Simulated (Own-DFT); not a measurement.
# Strain and stress in grey tin, 32 atoms (Sn32)

Calculated results; nothing here was measured. The program, named Own-DFT, is a retired in-house plane-wave density functional code that no person has reviewed. Each row is one single-point run on a periodic cell that was not relaxed, without spin or spin-orbit coupling.

Settings of every run: PBE; PseudoDojo norm-conserving scalar-relativistic files; cutoff 42 hartree; 3 x 3 x 5 k mesh centred on Gamma; cold (Marzari-Vanderbilt) smearing of 0.2 eV.

Known limits: forces on such cells failed a check on a denser k mesh; stress not checked against mesh or cutoff.

Unstrained cell vectors in Å: (12.978, 0.000, 0.000); (0.000, 12.978, 0.000); (0.000, 0.000, 6.489). The unstrained cell has measured lattice constants (interpolated for alloys), not those of this functional. That, the random moves and any unrelaxed bonds set the pressure at no strain. Each run strains this cell uniformly, with the atoms carried along. Every atom was also moved at random, by a Gaussian of width 0.05 Å on each axis. Strain is the symmetric tensor, in per cent. Stress is positive in tension, and the pressure is minus a third of its trace.

| run | e_xx (%) | e_yy (%) | e_zz (%) | s_xx (GPa) | s_yy (GPa) | s_zz (GPa) | P (GPa) | E (meV/atom) |
|---|---|---|---|---|---|---|---|---|
| 1 | 3.00 | 3.00 | 0.00 | -0.56 | -0.53 | -1.36 | 0.82 | 0.0 |
| 2 | 2.50 | 2.50 | 0.00 | -1.04 | -1.09 | -1.72 | 1.29 | 9.5 |
| 3 | -1.50 | -1.50 | 0.00 | -5.45 | -5.53 | -5.02 | 5.33 | 65.9 |
| 4 | -2.00 | -2.00 | 0.00 | -6.20 | -6.24 | -5.55 | 6.00 | 84.2 |
| 5 | 1.75 | 1.75 | 0.00 | -1.77 | -1.77 | -2.25 | 1.93 | 15.8 |
| 6 | 2.25 | 2.25 | 0.00 | -1.17 | -1.17 | -1.82 | 1.38 | 0.1 |
| 7 | -0.50 | -0.50 | 0.00 | -4.39 | -4.26 | -4.25 | 4.30 | 57.3 |
| 8 | -2.50 | -2.50 | 0.00 | -6.86 | -6.90 | -6.13 | 6.63 | 95.3 |
| 9 | 0.75 | 0.75 | 0.00 | ? | ? | ? | ? | ? |

E is the free energy for each atom above the lowest run shown.

## Worked fit

The change of volume is close to e_xx + e_yy + e_zz. A straight line through the runs shown gives P = 3.88 - 53 x (fractional change of volume) GPa, with an error of 1 on the slope and a scatter of 0.12 GPa. The strain isn't the same on all axes, but the crystal is cubic, so the slope still estimates the bulk modulus, averaged over pressures from 0.8 to 6.6 GPa.

## Withheld run

Question: what pressure should run 9 give? Its volume changes by 1.51 %.

The line gives 3.1 GPa. The calculation gave 2.83 GPa.
